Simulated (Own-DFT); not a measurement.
# Biaxial strain at fixed height in wurtzite AlGaN with randomly placed atoms, 72 atoms (Al9Ga27N36)

Calculated, not measured: single-point runs of Own-DFT, a retired in-house plane-wave DFT program that no person has reviewed, on unrelaxed cells, without spin or spin-orbit coupling.

Settings: PBE; PseudoDojo norm-conserving scalar-relativistic files; cutoff 42 hartree; 4 x 4 x 3 k mesh centred on Gamma; Fermi-Dirac smearing of 0.1 eV.

Keep in mind: forces on such cells passed a denser k mesh, each cell not checked; stress not checked against mesh or cutoff.

Unstrained cell vectors in Å: (9.509, 0.000, 0.000); (-4.755, 8.235, 0.000); (0.000, 0.000, 10.268). The unstrained cell has measured lattice constants (interpolated for alloys), not those of this functional. That, the random moves and any unrelaxed bonds set the pressure at no strain. Each run strains x and y alike by e, as a substrate would, and holds the height along z. Each atom got a random Gaussian move of width 0.05 Å along each axis. The random placing of the alloy's atoms differs from row to row. Stress is positive in tension.

| e (%) | u (Å) | (s_xx + s_yy)/2 (GPa) | s_zz (GPa) |
|---|---|---|---|
| -3.00 | 0.049 | -25.75 | -13.64 |
| -2.25 | 0.050 | -21.54 | -10.28 |
| -1.75 | 0.052 | -17.73 | -10.81 |
| -1.25 | 0.052 | ? | ? |
| 0.75 | 0.047 | -2.68 | -6.86 |
| 1.00 | 0.051 | -2.54 | -6.28 |
| 1.75 | 0.049 | 2.13 | -6.28 |
| 2.00 | 0.054 | 2.28 | -4.89 |
| 2.25 | 0.050 | 3.60 | -5.30 |
| 2.75 | 0.044 | 6.37 | -4.71 |

## Fit

With e as a fraction, the in-plane stress is -7.4 + 554 e - 2270 e² GPa (errors 9 and 706, scatter 0.54), and s_zz is -8.2 + 143 e GPa (slope ± 12, scatter 0.73). At e = 0 the first slope is C11 + C12 and the second 2 C13, both with the ions held to the strained lattice and at the cell's own pressure. The term in e² is negative: the layer stiffens under compression and softens under tension. A free layer would change its height as e changes, and the in-plane slope would drop by 2 C13²/C33 to the biaxial modulus. At fixed height, a misfit of 1 % moves the in-plane stress by about 5.5 GPa and s_zz by 1.4 GPa.

## Prediction

Question: what are the two stresses at e = -1.25 %?

The fit gives -14.7 and -10.0 GPa. Computed: -14.54 and -10.37 GPa.
